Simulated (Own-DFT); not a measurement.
# From a pressure shift to a lattice shift: D0_22 TiAl3, 40 atoms (Al30Ti10)

The numbers are computed, not measured, by runs of the plane-wave DFT program Own-DFT (in-house, retired, unreviewed) at fixed positions, with no spin and no spin-orbit coupling.

Caveats: forces on such cells failed a check on a denser k mesh; stress not checked against mesh or cutoff.

Each geometry was run with PBE and with PBEsol, otherwise alike: PseudoDojo norm-conserving scalar-relativistic files made for PBE; cutoff 42 hartree; 4 x 4 x 4 k mesh centred on Gamma; cold (Marzari-Vanderbilt) smearing of 0.2 eV. Unstrained cell vectors in Å: (-2.365, -6.981, 4.326); (-7.667, 3.491, 1.442); (-2.950, -3.488, -7.241). Each has a uniform strain, of which the change of volume is shown, and random moves of rms u per axis.

```
run,volume change (%),u (Å),P with PBE (GPa),P with PBEsol (GPa)
1,-2.19,0.0480,5.34,3.38
2,-1.18,0.0487,4.34,2.41
3,-2.63,0.0531,6.16,4.19
4,-3.04,0.0506,6.44,4.46
5,-1.36,0.0489,4.49,2.55
6,-2.86,0.0428,6.03,4.05
7,2.85,0.0492,-0.06,-1.90
8,-0.82,0.0545,3.78,1.86
9,-2.16,0.0509,5.67,3.71
10,-0.68,0.0514,3.55,?
```

The question: by how much does PBEsol shrink this cell, and what belongs in the blank?

## Worked answer

Write v for the change of volume as a fraction. Fitted to v and u², the PBE pressure has a slope of -111 ± 3 GPa in v, with the ions held to the strained lattice. The difference PBEsol less PBE is -1.91 + 2.4 v GPa (slope ± 0.1) and averages -1.94 GPa. Divided by the mean slope of the two, 110 GPa, that makes PBEsol's volume at a given pressure, near 4 GPa, about 1.8 % smaller, or 0.59 % in lengths. At one volume PBEsol's slope is the smaller by 2 GPa, but its pressure there is lower too. If stiffness rises by about 4 GPa for each GPa, PBEsol at equal pressure is stiffer by about 5 GPa. Files made for PBEsol would give a different shift.

For run 10 the line gives 1.63 GPa. The run itself gave 1.63 GPa.
